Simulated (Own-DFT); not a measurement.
# Computed records: SiC (4H silicon carbide, atoms displaced)

A calculation, not a measurement: plane-wave PBE density functional theory by an unreviewed code, no spin, of a simulated periodic cell, stress positive in tension, free energy of the whole cell less one offset for each atom, forces on such cells passed a denser k mesh, this cell's mesh not checked; offsets are fitted by least squares, one for each functional and potential file, so energies compare only between cells with the same atoms and settings and are not formation energies; the far tail of each file's local potential was reset to the Coulomb form; each entry is a single point on an unrelaxed cell, so the pressure reflects the starting lattice, mostly measured values (interpolated for alloys), from which strain is counted, and rises with the displacements; printed positions are rounded, which can move forces by about a meV/angstrom; the program, named Own-DFT, is a retired in-house code; no spin-orbit coupling. Program: Own-DFT development build.

Common to all runs: functional PBE; potential files PseudoDojo norm-conserving, scalar-relativistic, standard set; wave cutoff 42 hartree; occupations Fermi-Dirac; smearing width 0.1 eV; hardware one NVIDIA H100; k mesh 5 x 5 x 3 centred on Gamma.

(1) SiC (4H silicon carbide, atoms displaced)

```cif
# cell vector a (Å): 6.1654 0.0000 0.0000
# cell vector b (Å): -3.0827 5.3394 0.0000
# cell vector c (Å): 0.0000 0.0000 10.0681
data_SiC
_symmetry_space_group_name_H-M 'P 1'
_symmetry_Int_Tables_number 1
_cell_length_a 6.1654
_cell_length_b 6.1654
_cell_length_c 10.0681
_cell_angle_alpha 90.000
_cell_angle_beta 90.000
_cell_angle_gamma 120.000
_cell_volume 331.44
loop_
_atom_site_label
_atom_site_type_symbol
_atom_site_fract_x
_atom_site_fract_y
_atom_site_fract_z
_atom_site_occupancy
Si1 Si 0.01790 0.01053 0.39925 1
Si2 Si 0.15813 0.32745 0.15301 1
C1 C 0.97577 0.97455 0.10359 1
C2 C 0.15815 0.31052 0.34025 1
Si3 Si 0.99332 0.49648 0.42107 1
Si4 Si 0.16150 0.84644 0.15132 1
C3 C 0.99712 0.51317 0.09461 1
C4 C 0.13204 0.80672 0.33776 1
Si5 Si 0.50154 0.00611 0.40799 1
Si6 Si 0.68888 0.32693 0.15446 1
C5 C 0.50962 0.99942 0.08770 1
C6 C 0.66375 0.33944 0.33416 1
Si7 Si 0.52260 0.50479 0.40713 1
Si8 Si 0.67204 0.83455 0.14749 1
C7 C 0.48952 0.50961 0.09436 1
C8 C 0.65876 0.81880 0.35355 1
Si9 Si 0.99180 0.98367 0.91402 1
Si10 Si 0.85432 0.67204 0.64624 1
C9 C 0.02079 0.02023 0.60325 1
C10 C 0.82015 0.65974 0.83879 1
Si11 Si 0.99695 0.51004 0.89443 1
Si12 Si 0.82410 0.16551 0.65513 1
C11 C 0.98831 0.48702 0.59850 1
C12 C 0.82401 0.15140 0.84526 1
Si13 Si 0.48983 0.00221 0.89648 1
Si14 Si 0.33108 0.65513 0.65887 1
C13 C 0.49441 0.99313 0.59053 1
C14 C 0.33025 0.66148 0.84309 1
Si15 Si 0.51372 0.49944 0.90771 1
Si16 Si 0.33588 0.18092 0.66947 1
C15 C 0.51224 0.50567 0.58870 1
C16 C 0.32939 0.15788 0.85196 1
```

The calculation gives: free energy of cell above offsets -0.632 eV; pressure 6.42 GPa; stress xx -7.23 GPa; stress yy -6.64 GPa; stress zz -5.41 GPa; stress yz 1.94 GPa; stress xz 1.16 GPa; stress xy 0.25 GPa; wall time 127.9 s.

Force:
| element | x (eV/Å) | y (eV/Å) | z (eV/Å) |
| --- | --- | --- | --- |
| Si | -1.66 | -3.363 | 2.501 |
| Si | -0.203 | 1.121 | 0.558 |
| C | 2.316 | 4.365 | -3.487 |
| C | -0.222 | 4.506 | 0.135 |
| Si | 0.905 | -1.078 | -4.627 |
| Si | 3.2 | -2.181 | 1.679 |
| C | 2.083 | -0.311 | -2.178 |
| C | 2.605 | 1.93 | 1.274 |
| Si | -0.417 | -1.472 | -1.569 |
| Si | -3.6 | 0.416 | -0.555 |
| C | -1.623 | 0.412 | 0.134 |
| C | 1.946 | -1.665 | 2.411 |
| Si | -2.938 | -1.529 | -0.987 |
| Si | -4.045 | -2.455 | 3.719 |
| C | 1.952 | -2.042 | -0.885 |
| C | -0.105 | 3.227 | -1.851 |
| Si | -1.006 | 0.934 | -1.117 |
| Si | -3.131 | 1.625 | 1.72 |
| C | -0.97 | -1.329 | -1.912 |
| C | 1.716 | 1.025 | -0.631 |
| Si | 0.906 | -2.246 | 2.283 |
| Si | 0.995 | -2.185 | 0.929 |
| C | 1.71 | 0.926 | 0.15 |
| C | 0.075 | 1.503 | -0.355 |
| Si | 2.921 | -1.536 | 2.08 |
| Si | 0.5 | 1.185 | -1.113 |
| C | -0.772 | 0.498 | 1.653 |
| C | 0.227 | 0.024 | -0.317 |
| Si | -2.988 | -0.683 | 1.092 |
| Si | 1.424 | -0.641 | -2.328 |
| C | 0.03 | -0.426 | 1.801 |
| C | -1.832 | 1.445 | -0.207 |

(2) SiC (4H silicon carbide, atoms displaced)

```cif
# cell vector a (Å): 6.1654 0.0000 0.0000
# cell vector b (Å): -3.0827 5.3394 0.0000
# cell vector c (Å): 0.0000 0.0000 10.0681
data_SiC
_symmetry_space_group_name_H-M 'P 1'
_symmetry_Int_Tables_number 1
_cell_length_a 6.1654
_cell_length_b 6.1654
_cell_length_c 10.0681
_cell_angle_alpha 90.000
_cell_angle_beta 90.000
_cell_angle_gamma 120.000
_cell_volume 331.44
loop_
_atom_site_label
_atom_site_type_symbol
_atom_site_fract_x
_atom_site_fract_y
_atom_site_fract_z
_atom_site_occupancy
Si1 Si 0.99324 0.99659 0.39998 1
Si2 Si 0.16157 0.34465 0.15224 1
C1 C 0.00817 0.00936 0.08469 1
C2 C 0.15935 0.34114 0.34629 1
Si3 Si 0.00440 0.49976 0.39951 1
Si4 Si 0.16739 0.84644 0.15604 1
C3 C 0.00224 0.50161 0.09083 1
C4 C 0.15449 0.83384 0.34527 1
Si5 Si 0.50546 0.99652 0.40392 1
Si6 Si 0.66483 0.32170 0.15140 1
C5 C 0.49976 0.99794 0.10570 1
C6 C 0.65673 0.32985 0.34726 1
Si7 Si 0.48052 0.49009 0.41114 1
Si8 Si 0.65428 0.82959 0.15861 1
C7 C 0.50884 0.50491 0.09559 1
C8 C 0.68467 0.84736 0.34789 1
Si9 Si 0.98855 0.99610 0.90971 1
Si10 Si 0.82230 0.66335 0.65780 1
C9 C 0.01171 0.00067 0.59727 1
C10 C 0.83419 0.64863 0.85268 1
Si11 Si 0.00844 0.48719 0.90252 1
Si12 Si 0.84128 0.17871 0.65896 1
C11 C 0.99328 0.49805 0.58863 1
C12 C 0.80183 0.16255 0.84753 1
Si13 Si 0.51263 0.02367 0.91049 1
Si14 Si 0.31251 0.65442 0.65097 1
C13 C 0.49940 0.99438 0.58630 1
C14 C 0.35610 0.68369 0.83721 1
Si15 Si 0.49811 0.49238 0.90377 1
Si16 Si 0.33892 0.17749 0.66036 1
C15 C 0.51823 0.49635 0.58541 1
C16 C 0.36444 0.19195 0.85010 1
```

It finds free energy of cell above offsets -1.433 eV; pressure 6.15 GPa; stress xx -7.32 GPa; stress yy -6.27 GPa; stress zz -4.88 GPa; stress yz -0.96 GPa; stress xz -0.66 GPa; stress xy -0.28 GPa; wall time 124 s.

Force:
| element | x (eV/Å) | y (eV/Å) | z (eV/Å) |
| --- | --- | --- | --- |
| Si | 1.676 | 1.761 | 2.601 |
| Si | 2.108 | -0.72 | 0.683 |
| C | -1.259 | 0.031 | 2.913 |
| C | 1.502 | -1.432 | -1.446 |
| Si | -3.374 | 0.402 | 1.164 |
| Si | -0.31 | -1.419 | 0.206 |
| C | -0.65 | 0.676 | -0.114 |
| C | 1.855 | -0.032 | -1.015 |
| Si | -1.376 | 0.857 | 0.266 |
| Si | -0.531 | 2.487 | 2.228 |
| C | -0.585 | -0.338 | -2.673 |
| C | 0.585 | 0.326 | -1.334 |
| Si | 2.322 | 1.065 | -2.325 |
| Si | 2.533 | 0.072 | 0.284 |
| C | -1.113 | -0.771 | -0.485 |
| C | -2.818 | -2.892 | -1.446 |
| Si | 0.834 | -0.257 | -2.347 |
| Si | 2.159 | 1.146 | 0.582 |
| C | -1.493 | 0.49 | 0.108 |
| C | -0.496 | 1.95 | -1.625 |
| Si | -0.329 | 2.063 | 0.603 |
| Si | -0.771 | -2.415 | -1.268 |
| C | -0.178 | 0.092 | 0.478 |
| C | 6.551 | 1.669 | -1.803 |
| Si | -2.756 | -4.265 | 1.469 |
| Si | 2.389 | 2.098 | 0.046 |
| C | -0.109 | 0.225 | 1.888 |
| C | -1.244 | -1.445 | 1.044 |
| Si | -0.031 | 4.334 | 1.864 |
| Si | 1.528 | -1.428 | -0.975 |
| C | -3.45 | -0.19 | 2.289 |
| C | -3.17 | -4.14 | -1.858 |
